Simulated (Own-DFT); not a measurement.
# Point defects and the pressure they add: C40 NbSi2

No measurement is shown. These are fixed-geometry runs of a retired plane-wave code named Own-DFT, which no person has reviewed; spin and spin-orbit coupling are neglected.

All runs used: PBE; PseudoDojo norm-conserving scalar-relativistic files; cutoff 42 hartree; 4 x 4 x 5 k mesh centred on Gamma; cold (Marzari-Vanderbilt) smearing of 0.2 eV.

Limits: forces on such cells failed a check on a denser k mesh; stress not checked against mesh or cutoff.

All runs share one cell, with vectors in Å (0.000, 8.324, 0.000); (-9.613, 0.000, 0.000); (0.000, 0.000, 6.586) and a volume of 527.0 Å³. The atoms are randomly displaced, by u rms on each axis. The defect's site can differ from row to row.

| cell | formula | u (Å) | P (GPa) |
|---|---|---|---|
| no defect | Nb12Si24 | 0.0211 | 1.49 |
| no defect | Nb12Si24 | 0.0222 | 1.52 |
| no defect | Nb12Si24 | 0.0450 | 2.34 |
| two Si on a Nb site each | Nb10Si26 | 0.0303 | 1.66 |
| two Si on a Nb site each | Nb10Si26 | 0.0315 | 1.92 |
| two Si on a Nb site each | Nb10Si26 | 0.0489 | 2.34 |
| two Nb on a Si site each | Nb14Si22 | 0.0294 | 7.69 |
| two Nb on a Si site each | Nb14Si22 | 0.0324 | 7.59 |
| two Nb on a Si site each | Nb14Si22 | 0.0439 | 7.89 |
| two Nb on a Si site each | Nb14Si22 | 0.0454 | ? |
| one Si vacancy | Nb12Si23 | 0.0271 | 0.92 |
| one Si vacancy | Nb12Si23 | 0.0288 | 0.85 |
| one Si vacancy | Nb12Si23 | 0.0491 | 1.85 |

## Fit

P = P0 + c u² + a shift for each defect gives P0 = 1.31 GPa, c = 481 ± 56 GPa/Å² and a scatter of 0.13 GPa. The shifts, and each times the cell's volume:

- two Nb on a Si site each: 5.80 ± 0.11 GPa, 19.1 eV (9.5 eV for each of its 2 sites)
- two Si on a Nb site each: -0.02 ± 0.11 GPa, -0.1 eV (0.0 eV for each of its 2 sites) (not resolved)
- one Si vacancy: -0.73 ± 0.11 GPa, -2.4 eV

A positive shift means that the defect pushes the cell outwards. Shift times volume (160.2 GPa Å³ is 1 eV) depends little on the cell's size, so, taken for each site, it can be compared between cells at like pressure. The atoms around the defects weren't relaxed, which would change these numbers.

## Check

The question: what pressure belongs in the blank (two Nb on a Si site each, u = 0.0454 Å)?

Estimate: 8.10 ± 0.16 GPa. The run itself gave 8.65 GPa. The miss is larger than the scatter suggests: chance, or a term that the fit lacks.
